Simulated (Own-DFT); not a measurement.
## Calculated data, SiGe (diamond-structure random alloy, atoms displaced)

A calculation, not a measurement: plane-wave density functional theory by an unreviewed code, no spin, of a simulated periodic cell, stress positive in tension, run twice, with PBE and with PBEsol, both on files made for PBE, so the change isn't that of files made for PBEsol, forces on such cells passed a denser k mesh, this cell's mesh not checked; the far tail of each file's local potential was reset to the Coulomb form; each entry is a single point on an unrelaxed cell, so the pressure reflects the starting lattice, mostly measured values (interpolated for alloys), from which strain is counted, and rises with the displacements; printed positions are rounded, which can move forces by about a meV/angstrom; the program, named Own-DFT, is a retired in-house code; no spin-orbit coupling; stress was not checked against mesh or cutoff. Program: Own-DFT development build.

Common to all runs: functional PBE, then PBEsol; potential files PseudoDojo norm-conserving, scalar-relativistic, standard set; wave cutoff 42 hartree; occupations Fermi-Dirac; smearing width 0.1 eV; k mesh 3 x 3 x 3 centred on Gamma.

```json
{"entry": 1, "formula": "SiGe", "kind": "diamond-structure random alloy, atoms displaced", "structure": {"cell_angstrom": [[11.089, 0.0, 0.0], [0.0, 11.089, 0.0], [0.0, 0.0, 11.089]], "atoms_fractional": [["Ge", 0.99968, 0.99692, 0.00077], ["Si", 0.00168, 0.25028, 0.25018], ["Si", 0.24779, 0.00117, 0.25199], ["Ge", 0.25591, 0.2476, 0.00151], ["Si", 0.12488, 0.1268, 0.12416], ["Ge", 0.1242, 0.37588, 0.37078], ["Ge", 0.37908, 0.12144, 0.3792], ["Ge", 0.37281, 0.37314, 0.12401], ["Ge", 0.00437, 0.00027, 0.49363], ["Ge", 0.00499, 0.24867, 0.74823], ["Ge", 0.24808, 0.00277, 0.74814], ["Ge", 0.24854, 0.25395, 0.50052], ["Si", 0.12694, 0.12173, 0.62437], ["Ge", 0.12669, 0.36917, 0.87691], ["Si", 0.37342, 0.1261, 0.87795], ["Ge", 0.37097, 0.3782, 0.62226], ["Ge", 0.00323, 0.50243, 0.99857], ["Si", 0.00025, 0.74792, 0.2469], ["Si", 0.24747, 0.49879, 0.25542], ["Ge", 0.25053, 0.74816, 0.00117], ["Si", 0.12397, 0.62237, 0.12363], ["Ge", 0.12324, 0.87648, 0.37509], ["Si", 0.37751, 0.62393, 0.37617], ["Si", 0.37275, 0.87061, 0.12613], ["Si", 0.00329, 0.49784, 0.49931], ["Ge", 0.99921, 0.75002, 0.75174], ["Si", 0.24832, 0.50179, 0.7485], ["Ge", 0.2448, 0.75136, 0.50033], ["Ge", 0.12428, 0.6241, 0.62595], ["Si", 0.12729, 0.87511, 0.87206], ["Ge", 0.37272, 0.62334, 0.87589], ["Si", 0.3686, 0.87704, 0.62059], ["Si", 0.4985, 0.00189, 0.99879], ["Si", 0.4972, 0.24681, 0.25071], ["Ge", 0.74627, 0.99807, 0.24694], ["Si", 0.74899, 0.25276, 0.99923], ["Si", 0.62377, 0.12282, 0.12558], ["Ge", 0.62527, 0.37618, 0.37754], ["Si", 0.88251, 0.12403, 0.37309], ["Ge", 0.87299, 0.37654, 0.12686], ["Si", 0.50381, 0.00323, 0.49737], ["Si", 0.49528, 0.24756, 0.75222], ["Ge", 0.75007, 0.99596, 0.74625], ["Si", 0.74945, 0.25042, 0.49827], ["Si", 0.62352, 0.12778, 0.62829], ["Si", 0.62684, 0.37384, 0.87746], ["Ge", 0.87104, 0.12508, 0.87057], ["Si", 0.87726, 0.37623, 0.62308], ["Ge", 0.49532, 0.49942, 0.99637], ["Si", 0.5012, 0.75007, 0.24959], ["Ge", 0.74861, 0.50252, 0.25571], ["Ge", 0.75202, 0.74527, 0.99821], ["Si", 0.62807, 0.62644, 0.12866], ["Si", 0.62556, 0.87505, 0.37201], ["Ge", 0.87535, 0.62801, 0.37703], ["Ge", 0.87007, 0.87314, 0.12671], ["Ge", 0.50144, 0.49954, 0.49563], ["Si", 0.49819, 0.75159, 0.74712], ["Si", 0.75091, 0.50687, 0.74745], ["Ge", 0.75531, 0.74771, 0.49573], ["Si", 0.6275, 0.62093, 0.62613], ["Ge", 0.62309, 0.87867, 0.87821], ["Si", 0.87458, 0.62978, 0.87185], ["Ge", 0.87099, 0.87755, 0.62396]]}, "results": {"PBE_pressure [GPa]": 2.86, "PBE_stress_xx [GPa]": -2.83, "PBE_stress_yy [GPa]": -2.87, "PBE_stress_zz [GPa]": -2.87, "PBE_stress_yz [GPa]": -0.28, "PBE_stress_xz [GPa]": 0.06, "PBE_stress_xy [GPa]": 0.42, "PBEsol_pressure [GPa]": 0.57, "PBEsol_stress_xx [GPa]": -0.55, "PBEsol_stress_yy [GPa]": -0.58, "PBEsol_stress_zz [GPa]": -0.58, "PBEsol_stress_yz [GPa]": -0.25, "PBEsol_stress_xz [GPa]": 0.05, "PBEsol_stress_xy [GPa]": 0.42, "force_element": ["Ge", "Si", "Si", "Ge", "Si", "Ge", "Ge", "Ge", "Ge", "Ge", "Ge", "Ge", "Si", "Ge", "Si", "Ge", "Ge", "Si", "Si", "Ge", "Si", "Ge", "Si", "Si", "Si", "Ge", "Si", "Ge", "Ge", "Si", "Ge", "Si", "Si", "Si", "Ge", "Si", "Si", "Ge", "Si", "Ge", "Si", "Si", "Ge", "Si", "Si", "Si", "Ge", "Si", "Ge", "Si", "Ge", "Ge", "Si", "Si", "Ge", "Ge", "Ge", "Si", "Si", "Ge", "Si", "Ge", "Si", "Ge"], "PBE_force_x [eV/angstrom]": [0.254, -0.211, 0.373, -0.887, 0.034, -0.386, -0.633, 0.348, -0.685, -0.679, 0.481, -0.233, -0.264, 0.487, 0.634, 0.607, -0.708, 0.145, 0.612, -0.566, 0.383, 0.253, -0.481, 0.413, -0.622, 0.06, -0.022, 0.934, -0.245, -0.15, 0.087, 1.328, -0.491, 0.617, 0.296, -0.323, -0.355, -0.13, -1.119, 0.233, 0.307, 0.478, -0.947, 0.652, -0.077, -0.144, 0.277, -0.336, 1.354, -0.149, -0.005, -0.56, -0.81, -0.505, 1.491, 0.846, -0.157, -0.017, 0.299, -1.674, -0.538, -0.35, 0.059, 1.114], "PBE_force_y [eV/angstrom]": [0.304, -0.37, -0.044, -0.466, -0.312, -0.103, 0.366, 0.49, 0.53, -0.116, -0.261, -0.974, 0.591, 0.822, -0.524, 0.019, -0.037, 0.022, 0.827, 0.35, 0.282, -0.702, 0.469, 0.932, 0.09, 0.518, -0.396, -0.365, -0.437, -0.082, 0.435, 0.09, -0.022, 0.119, 0.725, -0.549, 0.807, -1.185, 0.579, -0.291, -0.949, 0.461, 0.933, -0.459, 0.009, 0.181, 0.225, 0.129, -0.034, -0.032, 0.078, 0.124, -0.223, -0.2, -0.802, -0.424, 0.594, -0.017, -1.146, 0.589, 0.938, -0.685, -0.989, -0.431], "PBE_force_z [eV/angstrom]": [-0.219, -0.49, -0.663, 0.045, 0.482, 0.367, -0.654, 1.181, 1.228, -0.583, 0.385, -0.081, -0.485, -0.38, -0.533, 0.919, -0.238, -0.017, -0.908, 0.068, 0.882, -1.338, -0.582, 0.268, 0.156, -0.095, 0.441, -0.267, -0.051, 0.46, -1.165, 0.172, 0.771, -0.239, 0.745, 0.307, -0.547, -0.669, -0.18, -0.106, 0.94, 0.058, 0.298, 0.514, -0.545, -0.881, 0.611, -0.037, 0.786, 0.032, -0.591, 0.184, -0.371, 0.494, -0.516, -0.119, 0.926, -0.289, 0.498, 0.821, -0.23, -0.432, 0.046, -0.583], "PBEsol_force_x [eV/angstrom]": [0.176, -0.2, 0.365, -0.865, 0.033, -0.335, -0.656, 0.33, -0.651, -0.655, 0.463, -0.19, -0.257, 0.439, 0.525, 0.586, -0.689, 0.091, 0.594, -0.516, 0.38, 0.234, -0.469, 0.361, -0.56, 0.064, -0.022, 0.826, -0.241, -0.15, 0.087, 1.213, -0.44, 0.56, 0.337, -0.231, -0.296, -0.137, -1.1, 0.231, 0.26, 0.426, -0.871, 0.601, -0.033, -0.192, 0.309, -0.291, 1.236, -0.144, 0.03, -0.538, -0.746, -0.403, 1.365, 0.779, -0.143, -0.016, 0.302, -1.548, -0.542, -0.259, 0.104, 1.078], "PBEsol_force_y [eV/angstrom]": [0.29, -0.269, -0.042, -0.369, -0.301, -0.138, 0.4, 0.471, 0.434, -0.114, -0.253, -0.904, 0.579, 0.761, -0.506, 0.01, -0.105, 0.069, 0.725, 0.296, 0.265, -0.68, 0.451, 0.872, 0.132, 0.505, -0.384, -0.355, -0.342, -0.083, 0.417, 0.092, -0.069, 0.159, 0.657, -0.547, 0.748, -1.063, 0.479, -0.212, -0.888, 0.5, 0.868, -0.417, -0.03, 0.228, 0.176, 0.086, -0.029, -0.035, 0.044, 0.204, -0.261, -0.194, -0.773, -0.373, 0.5, -0.017, -1.135, 0.565, 0.927, -0.672, -0.92, -0.426], "PBEsol_force_z [eV/angstrom]": [-0.216, -0.482, -0.566, 0.048, 0.389, 0.4, -0.608, 1.065, 1.188, -0.492, 0.376, -0.106, -0.47, -0.339, -0.522, 0.81, -0.234, 0.023, -0.887, 0.02, 0.776, -1.209, -0.486, 0.217, 0.111, -0.167, 0.431, -0.255, -0.056, 0.444, -1.046, 0.166, 0.718, -0.195, 0.681, 0.314, -0.491, -0.65, -0.169, -0.094, 0.885, 0.02, 0.325, 0.459, -0.493, -0.838, 0.554, 0.012, 0.763, 0.033, -0.535, 0.19, -0.402, 0.479, -0.493, -0.149, 0.895, -0.209, 0.499, 0.79, -0.317, -0.431, 0.086, -0.558], "rms_change_of_force_components_from_PBE_to_PBEsol [eV/angstrom]": 0.053}}
{"entry": 2, "formula": "SiGe", "kind": "diamond-structure random alloy, atoms displaced", "structure": {"cell_angstrom": [[11.089, 0.0, 0.0], [0.0, 11.089, 0.0], [0.0, 0.0, 11.089]], "atoms_fractional": [["Ge", 0.99968, 0.00014, 0.99837], ["Ge", 0.99545, 0.24855, 0.25138], ["Ge", 0.25176, 0.00509, 0.25124], ["Ge", 0.25515, 0.24772, 0.00039], ["Si", 0.12327, 0.12974, 0.12229], ["Ge", 0.13085, 0.37301, 0.37537], ["Si", 0.37648, 0.12309, 0.37478], ["Ge", 0.37848, 0.3771, 0.12367], ["Si", 0.99658, 0.00207, 0.5012], ["Si", 0.99918, 0.25452, 0.75007], ["Si", 0.24737, 0.99971, 0.75044], ["Si", 0.25063, 0.25101, 0.50083], ["Si", 0.12792, 0.12613, 0.62979], ["Si", 0.12564, 0.38104, 0.87461], ["Si", 0.3732, 0.1246, 0.87467], ["Si", 0.37578, 0.37635, 0.62382], ["Si", 0.00172, 0.49191, 0.9988], ["Ge", 0.99602, 0.75021, 0.25032], ["Si", 0.25153, 0.4994, 0.25174], ["Ge", 0.25302, 0.74664, 0.00138], ["Ge", 0.12401, 0.6242, 0.12861], ["Ge", 0.11876, 0.87544, 0.37608], ["Si", 0.37153, 0.61985, 0.38087], ["Si", 0.37635, 0.87538, 0.12531], ["Ge", 0.00595, 0.50001, 0.49608], ["Si", 0.99866, 0.74757, 0.74669], ["Ge", 0.25112, 0.49831, 0.74991], ["Si", 0.25102, 0.75433, 0.50056], ["Ge", 0.12751, 0.62665, 0.62446], ["Ge", 0.12381, 0.87717, 0.87701], ["Ge", 0.37528, 0.62826, 0.87412], ["Si", 0.37065, 0.87304, 0.62292], ["Ge", 0.4961, 0.00445, 0.0028], ["Si", 0.49584, 0.24824, 0.246], ["Si", 0.75173, 0.99907, 0.24945], ["Ge", 0.74974, 0.24658, 0.99865], ["Si", 0.62456, 0.1245, 0.12226], ["Ge", 0.62515, 0.37758, 0.37842], ["Si", 0.87626, 0.12353, 0.37406], ["Ge", 0.87882, 0.37826, 0.12776], ["Si", 0.49437, 0.00212, 0.50094], ["Si", 0.49923, 0.24885, 0.75117], ["Ge", 0.75303, 0.002, 0.74744], ["Si", 0.74881, 0.25243, 0.49832], ["Si", 0.62406, 0.12216, 0.62887], ["Ge", 0.62671, 0.37158, 0.8726], ["Ge", 0.87516, 0.12441, 0.87623], ["Ge", 0.87342, 0.37499, 0.62301], ["Si", 0.49447, 0.49991, 0.00152], ["Ge", 0.50331, 0.74898, 0.24972], ["Si", 0.74829, 0.49916, 0.24352], ["Ge", 0.74482, 0.74611, 0.9968], ["Si", 0.62944, 0.62248, 0.12324], ["Ge", 0.62515, 0.88123, 0.37413], ["Ge", 0.87201, 0.62505, 0.37332], ["Si", 0.87204, 0.87192, 0.12358], ["Ge", 0.50449, 0.49676, 0.49538], ["Ge", 0.50216, 0.74475, 0.74209], ["Ge", 0.74865, 0.49764, 0.74778], ["Si", 0.75078, 0.74918, 0.50051], ["Ge", 0.62366, 0.62741, 0.62493], ["Ge", 0.62233, 0.87391, 0.87002], ["Si", 0.87751, 0.62746, 0.87385], ["Si", 0.87232, 0.87481, 0.62314]]}, "results": {"PBE_pressure [GPa]": 2.81, "PBE_stress_xx [GPa]": -2.82, "PBE_stress_yy [GPa]": -2.79, "PBE_stress_zz [GPa]": -2.82, "PBE_stress_yz [GPa]": 0.01, "PBE_stress_xz [GPa]": 0.45, "PBE_stress_xy [GPa]": 0.41, "PBEsol_pressure [GPa]": 0.52, "PBEsol_stress_xx [GPa]": -0.53, "PBEsol_stress_yy [GPa]": -0.5, "PBEsol_stress_zz [GPa]": -0.54, "PBEsol_stress_yz [GPa]": 0.02, "PBEsol_stress_xz [GPa]": 0.43, "PBEsol_stress_xy [GPa]": 0.39, "force_element": ["Ge", "Ge", "Ge", "Ge", "Si", "Ge", "Si", "Ge", "Si", "Si", "Si", "Si", "Si", "Si", "Si", "Si", "Si", "Ge", "Si", "Ge", "Ge", "Ge", "Si", "Si", "Ge", "Si", "Ge", "Si", "Ge", "Ge", "Ge", "Si", "Ge", "Si", "Si", "Ge", "Si", "Ge", "Si", "Ge", "Si", "Si", "Ge", "Si", "Si", "Ge", "Ge", "Ge", "Si", "Ge", "Si", "Ge", "Si", "Ge", "Ge", "Si", "Ge", "Ge", "Ge", "Si", "Ge", "Ge", "Si", "Si"], "PBE_force_x [eV/angstrom]": [-0.158, 0.864, -0.486, -0.988, 0.091, -0.071, -0.006, -0.465, 0.193, 0.59, 0.585, 0.571, -0.563, -0.073, 0.173, 0.267, -0.076, -0.143, 0.216, -0.328, -0.02, 0.63, 0.055, -0.185, -0.594, -0.206, 0.11, -0.118, 0.024, 0.168, 0.422, 0.264, 0.123, 0.83, 0.15, 0.006, 0.158, 0.568, -0.816, -0.703, 0.389, -0.36, -0.242, 0.044, -0.415, -1.014, 0.529, 0.482, 1.431, -0.54, -0.062, 0.765, -1.033, 0.099, -0.404, -0.198, -1.288, -1.167, 0.474, -0.158, 0.997, -0.149, 0.202, 0.56], "PBE_force_y [eV/angstrom]": [-0.026, -0.225, -0.453, 0.485, -0.392, -0.214, 0.948, 0.0, 0.199, -0.271, 0.037, -0.67, 0.205, -1.254, -0.115, -0.764, 1.477, 0.27, 0.191, 0.901, -0.743, 0.356, 0.745, -0.086, 0.08, 0.622, 0.041, -0.506, 0.378, -0.832, -0.754, 0.664, -0.511, -0.291, 0.497, 0.376, 0.072, -1.202, -0.094, -0.3, -0.09, -0.24, -0.462, -1.183, 0.741, 0.391, 0.487, -0.292, 0.472, -0.47, 0.26, 0.229, -0.46, -0.318, -0.453, 0.424, 0.826, 1.323, 0.829, 0.61, -0.794, 0.469, -0.8, -0.339], "PBE_force_z [eV/angstrom]": [1.116, 0.085, -0.526, -0.474, 0.316, -0.401, 0.381, 0.625, 0.556, 0.232, -0.099, 0.383, -0.517, -0.01, -0.766, 0.026, -0.275, -0.389, 0.016, 0.385, -0.35, 0.271, -0.606, 0.269, 0.239, 0.238, -0.105, -0.396, -0.064, -0.77, -0.022, 0.197, -0.402, 0.627, -0.512, 0.731, 0.989, -1.839, 0.462, -0.539, 0.412, -0.442, -0.101, 0.243, -0.897, 0.497, -0.677, -0.331, -0.472, 0.024, 0.668, 0.08, -0.046, 0.677, 0.08, -0.049, 1.139, 0.613, 0.492, -0.066, -1.086, 0.245, 0.074, -0.16], "PBEsol_force_x [eV/angstrom]": [-0.153, 0.838, -0.509, -0.923, 0.09, -0.152, -0.059, -0.497, 0.238, 0.491, 0.539, 0.514, -0.559, 0.029, 0.171, 0.269, -0.099, -0.097, 0.166, -0.35, -0.022, 0.605, 0.142, -0.177, -0.574, -0.116, 0.109, -0.21, 0.025, 0.155, 0.369, 0.309, 0.146, 0.802, 0.103, 0.044, 0.159, 0.505, -0.76, -0.672, 0.43, -0.309, -0.235, 0.041, -0.353, -0.906, 0.473, 0.458, 1.356, -0.492, -0.006, 0.71, -1.022, 0.059, -0.309, -0.154, -1.171, -1.092, 0.426, -0.201, 0.925, -0.134, 0.112, 0.51], "PBEsol_force_y [eV/angstrom]": [-0.027, -0.142, -0.476, 0.509, -0.378, -0.193, 0.894, -0.042, 0.158, -0.263, -0.015, -0.616, 0.202, -1.233, -0.112, -0.655, 1.458, 0.223, 0.143, 0.84, -0.654, 0.334, 0.725, -0.085, 0.077, 0.609, 0.125, -0.51, 0.29, -0.804, -0.698, 0.615, -0.527, -0.202, 0.447, 0.392, 0.069, -1.112, -0.038, -0.372, -0.138, -0.191, -0.449, -1.076, 0.686, 0.384, 0.438, -0.206, 0.426, -0.419, 0.2, 0.262, -0.352, -0.355, -0.439, 0.369, 0.797, 1.24, 0.767, 0.549, -0.81, 0.444, -0.79, -0.288], "PBEsol_force_z [eV/angstrom]": [1.006, 0.067, -0.491, -0.421, 0.31, -0.386, 0.326, 0.572, 0.508, 0.226, -0.043, 0.328, -0.512, -0.024, -0.657, 0.026, -0.173, -0.339, -0.036, 0.336, -0.338, 0.194, -0.581, 0.264, 0.234, 0.224, -0.109, -0.402, -0.065, -0.676, -0.056, 0.249, -0.426, 0.6, -0.465, 0.658, 0.884, -1.739, 0.408, -0.511, 0.371, -0.388, -0.016, 0.24, -0.837, 0.48, -0.618, -0.317, -0.498, 0.055, 0.706, 0.036, -0.059, 0.625, 0.071, -0.092, 1.104, 0.629, 0.441, -0.108, -1.009, 0.238, 0.085, -0.108], "rms_change_of_force_components_from_PBE_to_PBEsol [eV/angstrom]": 0.052}}
```
